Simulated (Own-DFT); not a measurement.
Simulation results for Al3GaN4 (wurtzite random alloy, strained, atoms displaced), AlGa3N4 (wurtzite random alloy, strained, atoms displaced)

All values are calculated (Own-DFT development build). A calculation, not a measurement: plane-wave PBE density functional theory by an unreviewed code, no spin, of a simulated periodic cell, stress positive in tension, free energy of the whole cell less one offset for each atom, forces on such cells passed a denser k mesh, this cell's mesh not checked; offsets are fitted by least squares, one for each functional and potential file, so energies compare only between cells with the same atoms and settings and are not formation energies; the far tail of each file's local potential was reset to the Coulomb form; each entry is a single point on an unrelaxed cell, so the pressure reflects the starting lattice, mostly measured values, from which strain is counted, and rises with the displacements; printed positions are rounded, which can move forces by about a meV/angstrom; the program is a retired in-house code; no spin-orbit coupling.

Settings shared by all entries: functional PBE; potential files PseudoDojo norm-conserving, scalar-relativistic, standard set with the stringent files for Ga; wave cutoff 96 hartree; occupations Gaussian; smearing width 0.01 eV; k mesh 4 x 4 x 3 centred on Gamma.

```json
{"entry": 1, "formula": "Al3GaN4", "kind": "wurtzite random alloy, strained, atoms displaced", "structure": {"cell_angstrom": [[9.3938, 0.0, 0.0], [-4.6969, 8.1352, 0.0], [0.0, 0.0, 9.8894]], "atoms_fractional": [["Ga", 0.09718, 0.21676, 0.99822], ["Al", 0.21891, 0.11309, 0.25012], ["N", 0.1146, 0.21961, 0.18726], ["N", 0.22011, 0.10397, 0.43639], ["Al", 0.10542, 0.22315, 0.49579], ["Al", 0.2189, 0.09758, 0.74958], ["N", 0.10737, 0.22249, 0.69266], ["N", 0.22641, 0.11383, 0.93702], ["Al", 0.10367, 0.55836, 0.00436], ["Al", 0.22085, 0.4475, 0.25379], ["N", 0.10888, 0.55646, 0.19547], ["N", 0.2114, 0.4364, 0.44469], ["Al", 0.11621, 0.55862, 0.5017], ["Al", 0.22161, 0.44802, 0.75503], ["N", 0.10978, 0.56259, 0.69072], ["N", 0.21643, 0.43451, 0.94111], ["Ga", 0.10851, 0.8816, 0.99343], ["Ga", 0.20932, 0.77547, 0.24489], ["N", 0.11281, 0.88939, 0.19073], ["N", 0.22225, 0.78261, 0.44174], ["Al", 0.11165, 0.88723, 0.49557], ["Al", 0.22869, 0.78474, 0.75706], ["N", 0.12275, 0.9008, 0.69062], ["N", 0.22025, 0.78433, 0.93455], ["Al", 0.44338, 0.21974, 0.0033], ["Al", 0.55816, 0.10514, 0.25265], ["N", 0.44491, 0.22063, 0.18365], ["N", 0.55657, 0.11898, 0.44516], ["Al", 0.45206, 0.22464, 0.49845], ["Ga", 0.55453, 0.1081, 0.74855], ["N", 0.43986, 0.23326, 0.68333], ["N", 0.55163, 0.10934, 0.94324], ["Ga", 0.43791, 0.55969, 0.99876], ["Ga", 0.55732, 0.44398, 0.25693], ["N", 0.44516, 0.54993, 0.19289], ["N", 0.54973, 0.43688, 0.44053], ["Al", 0.43383, 0.54783, 0.49682], ["Al", 0.56215, 0.44931, 0.75448], ["N", 0.44276, 0.55908, 0.69871], ["N", 0.55487, 0.43917, 0.94284], ["Al", 0.44368, 0.88734, 0.99396], ["Ga", 0.55179, 0.76818, 0.24468], ["N", 0.45322, 0.90277, 0.19333], ["N", 0.55709, 0.78072, 0.43939], ["Al", 0.44458, 0.89121, 0.49185], ["Al", 0.54431, 0.77674, 0.74642], ["N", 0.44148, 0.88894, 0.70284], ["N", 0.55634, 0.78374, 0.93697], ["Ga", 0.78239, 0.21435, 0.9993], ["Al", 0.89304, 0.11837, 0.25668], ["N", 0.77273, 0.21666, 0.19838], ["N", 0.8934, 0.11451, 0.43769], ["Al", 0.77798, 0.21039, 0.49582], ["Al", 0.8959, 0.11327, 0.74154], ["N", 0.7839, 0.22521, 0.68816], ["N", 0.88538, 0.11691, 0.93261], ["Al", 0.76566, 0.5489, 0.00298], ["Al", 0.89985, 0.4385, 0.24401], ["N", 0.77709, 0.55342, 0.18394], ["N", 0.88333, 0.44545, 0.44216], ["Al", 0.78713, 0.5509, 0.50538], ["Al", 0.88135, 0.44078, 0.7508], ["N", 0.77497, 0.54919, 0.67846], ["N", 0.8816, 0.44349, 0.93714], ["Al", 0.77444, 0.88223, 0.99851], ["Al", 0.88009, 0.77264, 0.25001], ["N", 0.77385, 0.88622, 0.19014], ["N", 0.8959, 0.78548, 0.44369], ["Ga", 0.76693, 0.89034, 0.51097], ["Al", 0.88301, 0.76705, 0.75207], ["N", 0.78474, 0.90048, 0.68863], ["N", 0.88409, 0.77955, 0.94644]]}, "results": {"free_energy_of_cell_above_offsets [eV]": "-21.315", "pressure [GPa]": 10.43, "stress_xx [GPa]": -7.65, "stress_yy [GPa]": -8.12, "stress_zz [GPa]": -15.51, "stress_yz [GPa]": -1.32, "stress_xz [GPa]": 0.37, "stress_xy [GPa]": 0.49, "force_element": ["Ga", "Al", "N", "N", "Al", "Al", "N", "N", "Al", "Al", "N", "N", "Al", "Al", "N", "N", "Ga", "Ga", "N", "N", "Al", "Al", "N", "N", "Al", "Al", "N", "N", "Al", "Ga", "N", "N", "Ga", "Ga", "N", "N", "Al", "Al", "N", "N", "Al", "Ga", "N", "N", "Al", "Al", "N", "N", "Ga", "Al", "N", "N", "Al", "Al", "N", "N", "Al", "Al", "N", "N", "Al", "Al", "N", "N", "Al", "Al", "N", "N", "Ga", "Al", "N", "N"], "force_x [eV/angstrom]": [2.283, 1.779, -1.842, -0.32, 2.134, -0.648, 1.428, -0.308, 0.682, 0.955, 1.674, 0.501, -1.681, -0.404, 0.432, -1.809, -1.432, 2.21, -2.625, 1.106, -0.41, -1.434, -0.718, 2.464, -0.258, -1.897, 0.04, 1.706, -2.252, -0.492, 0.826, 0.153, 1.207, 0.849, -2.084, 0.044, 1.29, -1.286, 0.363, -0.607, -0.443, -0.545, -0.463, -1.721, -0.527, 1.939, 0.217, 0.14, -3.357, 0.459, 1.527, -0.5, -1.386, -1.201, -0.002, 1.674, 0.903, -3.905, 1.301, 2.989, -2.478, 1.174, -0.332, 0.475, -0.934, 0.905, 1.014, -0.839, 2.346, 0.308, -0.353, 0.0], "force_y [eV/angstrom]": [-0.449, -0.584, 1.072, 1.538, -1.461, 4.756, 0.696, -0.454, -0.516, -0.938, -0.944, 1.582, 0.097, -0.878, -0.265, 2.436, 2.413, 1.479, 0.586, -1.148, 0.903, -0.938, -4.493, -2.418, -0.045, 2.313, -0.76, -1.818, -0.476, 2.162, -0.735, -0.107, -1.005, -1.1, -0.477, 1.863, 0.527, -0.996, -0.333, 0.508, 1.113, 1.822, -3.396, -1.555, 0.109, 0.502, -0.712, -0.226, 1.185, -1.729, 0.82, -0.341, 2.432, 0.685, -0.514, -3.338, 0.485, -0.079, 0.288, -1.257, 1.456, 0.248, 0.884, 0.931, 1.64, 0.5, 1.19, -1.792, -0.352, 1.659, -2.395, -1.853], "force_z [eV/angstrom]": [-0.435, -0.533, 1.898, 0.634, 1.655, 0.205, -0.931, 0.271, -1.687, -0.811, -1.512, -1.012, 0.197, -1.108, 0.779, 0.351, 1.362, 1.33, -0.388, 0.256, 0.905, -2.872, -0.643, 2.226, -1.235, 0.109, 2.335, -0.722, 0.223, 0.061, 1.261, 0.137, -0.256, -1.772, 0.066, 1.974, 1.087, -0.879, -1.306, -0.615, 1.17, 0.408, -1.553, 0.775, 0.936, 0.393, -2.75, 0.147, 0.745, -1.996, -0.274, 0.61, 0.74, 1.049, -0.43, -0.631, -0.69, 1.727, 1.72, -1.274, -3.428, -0.964, 4.433, 1.079, 0.278, 0.251, -0.361, -0.372, -3.153, -0.907, 3.513, -1.796]}}
{"entry": 2, "formula": "AlGa3N4", "kind": "wurtzite random alloy, strained, atoms displaced", "structure": {"cell_angstrom": [[9.4617, 0.0, 0.0], [-4.7309, 8.1941, 0.0], [0.0, 0.0, 10.2685]], "atoms_fractional": [["Al", 0.096, 0.20827, 0.00348], ["Ga", 0.21679, 0.10791, 0.24831], ["N", 0.11432, 0.21941, 0.19464], ["N", 0.22086, 0.11208, 0.43606], ["Ga", 0.11042, 0.2202, 0.50745], ["Ga", 0.21918, 0.10277, 0.75485], ["N", 0.1152, 0.22892, 0.68841], ["N", 0.22181, 0.11114, 0.94269], ["Ga", 0.11722, 0.56056, 0.99841], ["Ga", 0.22216, 0.44043, 0.25079], ["N", 0.10448, 0.55797, 0.19043], ["N", 0.20695, 0.44205, 0.43708], ["Al", 0.11905, 0.55168, 0.49152], ["Al", 0.21861, 0.4427, 0.74978], ["N", 0.10916, 0.55944, 0.67978], ["N", 0.22948, 0.4498, 0.9316], ["Al", 0.10913, 0.87666, 0.00429], ["Ga", 0.22054, 0.77963, 0.25292], ["N", 0.1179, 0.88453, 0.19377], ["N", 0.21853, 0.77075, 0.4361], ["Ga", 0.1164, 0.89372, 0.50169], ["Ga", 0.21188, 0.77317, 0.75074], ["N", 0.11566, 0.8857, 0.69914], ["N", 0.21058, 0.76858, 0.9431], ["Ga", 0.44142, 0.22737, 0.00665], ["Ga", 0.55019, 0.10738, 0.25738], ["N", 0.45594, 0.22472, 0.18632], ["N", 0.55135, 0.10811, 0.44397], ["Ga", 0.43628, 0.20584, 0.49664], ["Ga", 0.56168, 0.11073, 0.7504], ["N", 0.45465, 0.21535, 0.69843], ["N", 0.55193, 0.11235, 0.94053], ["Al", 0.43161, 0.55303, 0.99738], ["Al", 0.54835, 0.43546, 0.25492], ["N", 0.44533, 0.55202, 0.1905], ["N", 0.55255, 0.43827, 0.44252], ["Ga", 0.44443, 0.55695, 0.50617], ["Ga", 0.55767, 0.44553, 0.75093], ["N", 0.45561, 0.55887, 0.69607], ["N", 0.55237, 0.44576, 0.93796], ["Ga", 0.44168, 0.88799, 0.99545], ["Ga", 0.54935, 0.77386, 0.25822], ["N", 0.44458, 0.88492, 0.18995], ["N", 0.55508, 0.77794, 0.43925], ["Ga", 0.45189, 0.89067, 0.49366], ["Al", 0.54587, 0.77691, 0.75295], ["N", 0.44415, 0.88619, 0.68747], ["N", 0.54886, 0.78892, 0.93752], ["Ga", 0.7778, 0.2205, 0.99546], ["Ga", 0.88704, 0.1171, 0.25203], ["N", 0.78291, 0.22544, 0.18905], ["N", 0.89258, 0.11601, 0.44162], ["Ga", 0.77262, 0.21121, 0.50385], ["Ga", 0.89546, 0.11319, 0.74952], ["N", 0.7659, 0.22238, 0.69934], ["N", 0.89497, 0.11076, 0.93787], ["Ga", 0.77571, 0.56295, 0.00685], ["Al", 0.89215, 0.44873, 0.24829], ["N", 0.77562, 0.55677, 0.18668], ["N", 0.89674, 0.45063, 0.43281], ["Ga", 0.78858, 0.56249, 0.50216], ["Ga", 0.88709, 0.43834, 0.74955], ["N", 0.77359, 0.55757, 0.68541], ["N", 0.89457, 0.4401, 0.94519], ["Ga", 0.76842, 0.88794, 0.00464], ["Ga", 0.88869, 0.77544, 0.25233], ["N", 0.76727, 0.88339, 0.19122], ["N", 0.88314, 0.77634, 0.43937], ["Al", 0.78433, 0.87813, 0.5003], ["Ga", 0.89247, 0.77289, 0.75201], ["N", 0.77792, 0.88615, 0.68832], ["N", 0.90107, 0.78835, 0.94512]]}, "results": {"free_energy_of_cell_above_offsets [eV]": "-9.166", "pressure [GPa]": 9.16, "stress_xx [GPa]": -10.38, "stress_yy [GPa]": -9.26, "stress_zz [GPa]": -7.83, "stress_yz [GPa]": -0.31, "stress_xz [GPa]": -0.07, "stress_xy [GPa]": 1.63, "force_element": ["Al", "Ga", "N", "N", "Ga", "Ga", "N", "N", "Ga", "Ga", "N", "N", "Al", "Al", "N", "N", "Al", "Ga", "N", "N", "Ga", "Ga", "N", "N", "Ga", "Ga", "N", "N", "Ga", "Ga", "N", "N", "Al", "Al", "N", "N", "Ga", "Ga", "N", "N", "Ga", "Ga", "N", "N", "Ga", "Al", "N", "N", "Ga", "Ga", "N", "N", "Ga", "Ga", "N", "N", "Ga", "Al", "N", "N", "Ga", "Ga", "N", "N", "Ga", "Ga", "N", "N", "Al", "Ga", "N", "N"], "force_x [eV/angstrom]": [2.378, 1.569, -1.342, -0.354, -0.139, 0.869, 0.619, -1.081, -0.091, -0.727, 1.27, 3.626, -3.545, 0.452, 1.199, -1.167, -0.136, 1.784, -2.366, 0.254, 0.114, 2.763, -1.935, 0.482, 0.753, 1.407, -1.627, 1.148, -0.404, -1.826, -3.176, 0.172, 2.203, 0.58, 0.045, -0.069, 0.059, 0.44, -2.837, -0.497, -1.772, 0.257, -0.599, 1.819, -1.438, 1.4, -0.16, 2.268, -0.493, 0.55, -1.126, 0.161, -0.128, -1.012, 4.011, -1.066, 0.558, -0.762, -0.042, -0.031, -0.365, -0.375, 1.446, -1.278, 0.719, -0.397, 1.109, 1.734, -2.894, -1.216, -0.488, -1.257], "force_y [eV/angstrom]": [1.786, -0.14, 0.004, -0.452, 0.622, 1.777, -0.192, -1.086, -2.206, 0.914, -0.593, -0.949, 1.479, 1.282, -1.512, -1.89, 2.056, -1.065, 1.005, 0.663, -1.251, -0.447, 0.829, 2.244, -0.341, 0.038, 0.054, 0.044, 2.485, -2.425, 0.796, -0.044, 0.981, 1.259, -0.507, 0.152, -0.78, -1.27, 0.134, 1.167, 1.288, -0.363, 0.425, -0.075, -1.294, 0.387, -0.424, -2.764, -0.352, -1.012, 0.567, -2.27, 2.044, -0.814, 0.223, -0.45, -0.816, -0.632, -1.117, -0.784, -1.97, 1.643, -0.283, 1.034, -0.102, 0.27, 0.865, 0.644, 1.976, 0.481, -0.072, -0.872], "force_z [eV/angstrom]": [0.198, -0.124, -2.038, 0.445, -1.432, 0.412, 0.999, 0.953, 1.194, -0.257, -0.331, 0.159, 1.362, -0.372, 0.169, 0.498, 0.487, -0.137, -1.629, 1.319, 0.17, 0.441, -2.282, -1.056, -1.659, -1.496, 1.886, -0.899, 2.148, 1.742, -1.831, 0.155, 0.65, -0.148, -0.891, -0.767, -0.323, 0.226, -0.457, 0.829, 1.47, -1.441, -0.044, 1.083, 1.642, -0.449, 0.054, -0.816, 0.963, 0.228, 0.156, 0.316, 0.179, -0.067, -2.266, 0.039, -1.512, -0.081, 2.124, 0.49, -0.633, 0.649, 0.884, -1.214, -0.438, -0.662, 0.374, -0.23, 0.84, 0.705, -0.236, -0.418]}}
{"entry": 3, "formula": "AlGa3N4", "kind": "wurtzite random alloy, strained, atoms displaced", "structure": {"cell_angstrom": [[9.4617, 0.0, 0.0], [-4.7309, 8.1941, 0.0], [0.0, 0.0, 10.2685]], "atoms_fractional": [["Al", 0.11578, 0.21564, 0.99887], ["Ga", 0.21943, 0.10835, 0.24076], ["N", 0.10017, 0.21867, 0.18705], ["N", 0.22285, 0.11823, 0.44393], ["Ga", 0.11309, 0.2226, 0.49607], ["Ga", 0.22923, 0.11935, 0.74842], ["N", 0.11371, 0.23573, 0.68791], ["N", 0.22005, 0.12184, 0.93776], ["Ga", 0.11044, 0.55169, 0.00216], ["Ga", 0.22245, 0.43537, 0.25375], ["N", 0.11146, 0.55328, 0.19263], ["N", 0.21697, 0.44073, 0.4428], ["Ga", 0.10948, 0.54764, 0.49612], ["Al", 0.22704, 0.44871, 0.74906], ["N", 0.11549, 0.56932, 0.69257], ["N", 0.21869, 0.44365, 0.93933], ["Ga", 0.11137, 0.88702, 0.00196], ["Ga", 0.21066, 0.77302, 0.24605], ["N", 0.10822, 0.89946, 0.18961], ["N", 0.22683, 0.77714, 0.43382], ["Ga", 0.10936, 0.89817, 0.5007], ["Ga", 0.21682, 0.77741, 0.74102], ["N", 0.1142, 0.89743, 0.68213], ["N", 0.22012, 0.76765, 0.93374], ["Ga", 0.43625, 0.21445, 0.00838], ["Ga", 0.55867, 0.11375, 0.24425], ["N", 0.45115, 0.2242, 0.18521], ["N", 0.55408, 0.10985, 0.4388], ["Al", 0.44165, 0.22643, 0.49959], ["Ga", 0.55901, 0.11046, 0.76107], ["N", 0.44566, 0.22774, 0.68451], ["N", 0.54865, 0.1092, 0.94553], ["Ga", 0.44152, 0.53894, 0.99275], ["Ga", 0.55869, 0.44451, 0.25145], ["N", 0.44422, 0.55712, 0.19209], ["N", 0.56274, 0.45114, 0.43501], ["Ga", 0.44911, 0.5589, 0.49725], ["Ga", 0.55485, 0.45042, 0.75153], ["N", 0.4414, 0.55878, 0.69204], ["N", 0.55589, 0.44411, 0.93984], ["Ga", 0.44856, 0.89774, 0.99924], ["Ga", 0.55878, 0.78926, 0.2477], ["N", 0.44294, 0.89341, 0.18993], ["N", 0.55594, 0.77887, 0.43244], ["Al", 0.43862, 0.8819, 0.50144], ["Al", 0.57549, 0.78968, 0.74218], ["N", 0.4455, 0.89431, 0.69042], ["N", 0.56051, 0.78637, 0.93952], ["Ga", 0.77989, 0.22146, 0.00058], ["Ga", 0.89207, 0.10758, 0.24788], ["N", 0.77923, 0.22599, 0.19329], ["N", 0.89705, 0.11413, 0.44025], ["Ga", 0.7806, 0.2198, 0.5066], ["Ga", 0.89832, 0.11547, 0.75192], ["N", 0.77796, 0.22463, 0.68896], ["N", 0.89278, 0.11652, 0.93904], ["Ga", 0.77759, 0.54997, 0.99907], ["Ga", 0.89329, 0.45168, 0.25355], ["N", 0.77655, 0.54027, 0.18854], ["N", 0.89276, 0.4515, 0.44174], ["Al", 0.7816, 0.54619, 0.50701], ["Ga", 0.89844, 0.45392, 0.74352], ["N", 0.77292, 0.55469, 0.68357], ["N", 0.88092, 0.43109, 0.93798], ["Al", 0.78324, 0.89546, 0.00591], ["Al", 0.88976, 0.77465, 0.26203], ["N", 0.76926, 0.87651, 0.18832], ["N", 0.88071, 0.77137, 0.44239], ["Ga", 0.76947, 0.88654, 0.49749], ["Al", 0.89179, 0.78126, 0.75585], ["N", 0.77055, 0.87647, 0.6908], ["N", 0.89483, 0.77703, 0.93573]]}, "results": {"free_energy_of_cell_above_offsets [eV]": "-9.323", "pressure [GPa]": 8.91, "stress_xx [GPa]": -10.38, "stress_yy [GPa]": -8.54, "stress_zz [GPa]": -7.83, "stress_yz [GPa]": -0.29, "stress_xz [GPa]": 1.25, "stress_xy [GPa]": -0.69, "force_element": ["Al", "Ga", "N", "N", "Ga", "Ga", "N", "N", "Ga", "Ga", "N", "N", "Ga", "Al", "N", "N", "Ga", "Ga", "N", "N", "Ga", "Ga", "N", "N", "Ga", "Ga", "N", "N", "Al", "Ga", "N", "N", "Ga", "Ga", "N", "N", "Ga", "Ga", "N", "N", "Ga", "Ga", "N", "N", "Al", "Al", "N", "N", "Ga", "Ga", "N", "N", "Ga", "Ga", "N", "N", "Ga", "Ga", "N", "N", "Al", "Ga", "N", "N", "Al", "Al", "N", "N", "Ga", "Al", "N", "N"], "force_x [eV/angstrom]": [-3.224, 0.396, 2.294, 1.518, -0.417, -0.527, 0.742, 1.808, -0.413, -0.277, 0.236, 1.46, -0.4, -1.062, 1.659, 0.791, 0.596, 1.37, -0.34, -0.831, 0.735, 0.799, -1.241, -0.76, 0.315, 0.18, -1.604, -0.581, 1.378, -0.816, 0.648, 0.5, -1.978, -0.615, 0.254, 0.511, -0.241, 0.358, 0.099, 1.312, 0.153, -1.021, -0.649, -1.361, 0.167, -5.024, 1.283, 1.371, -0.459, -2.099, 1.054, -1.142, -0.966, -1.004, 0.666, 1.302, 0.201, 0.925, -1.17, -0.215, -1.706, -1.136, 0.757, 0.279, -0.493, -0.887, 2.414, 0.779, 1.122, 0.251, 3.382, -1.407], "force_y [eV/angstrom]": [2.229, 2.37, 0.394, -0.184, 0.255, 0.0, -0.422, -1.966, -0.236, 1.286, -0.155, 0.455, 1.933, 0.717, -3.113, -1.596, -0.104, 0.989, -3.091, 0.137, -1.24, 2.379, -0.543, 1.631, 1.219, -0.254, -0.177, -0.093, -0.149, 0.594, 0.005, 1.486, 3.102, 0.45, -0.454, -1.177, -0.386, -0.668, 1.11, -1.271, -2.908, -1.8, -0.497, 0.274, 1.5, -2.332, -0.874, -0.402, -0.553, -0.601, -0.391, -0.943, -0.129, -0.424, -0.127, -1.282, 0.232, -1.681, 3.198, -1.196, 1.258, -1.145, 1.306, 2.06, -1.132, -0.557, 1.134, -0.292, 0.431, -0.507, 2.554, 0.365], "force_z [eV/angstrom]": [0.508, 2.04, -1.414, -1.702, 1.389, -0.295, 0.064, -0.164, -0.039, -0.402, -0.529, -0.73, 0.915, 0.653, -1.541, -0.877, -0.931, 0.526, -0.101, 0.892, -0.981, 1.454, 1.872, 0.641, -2.015, 1.82, 1.513, 0.476, -0.267, -1.619, 0.146, -0.592, 1.598, -0.438, -0.632, 1.591, 0.355, -0.347, -0.44, -0.507, 0.294, -0.374, -0.616, 1.316, -0.347, 2.769, -0.968, -0.816, 0.96, 0.802, -0.606, -0.378, -1.493, -0.321, 1.037, 0.796, 0.199, 0.326, -0.191, 0.145, -1.195, 1.205, 1.277, -0.794, -1.242, -1.597, -0.141, -0.27, 0.471, -1.618, -1.011, 0.488]}}
```
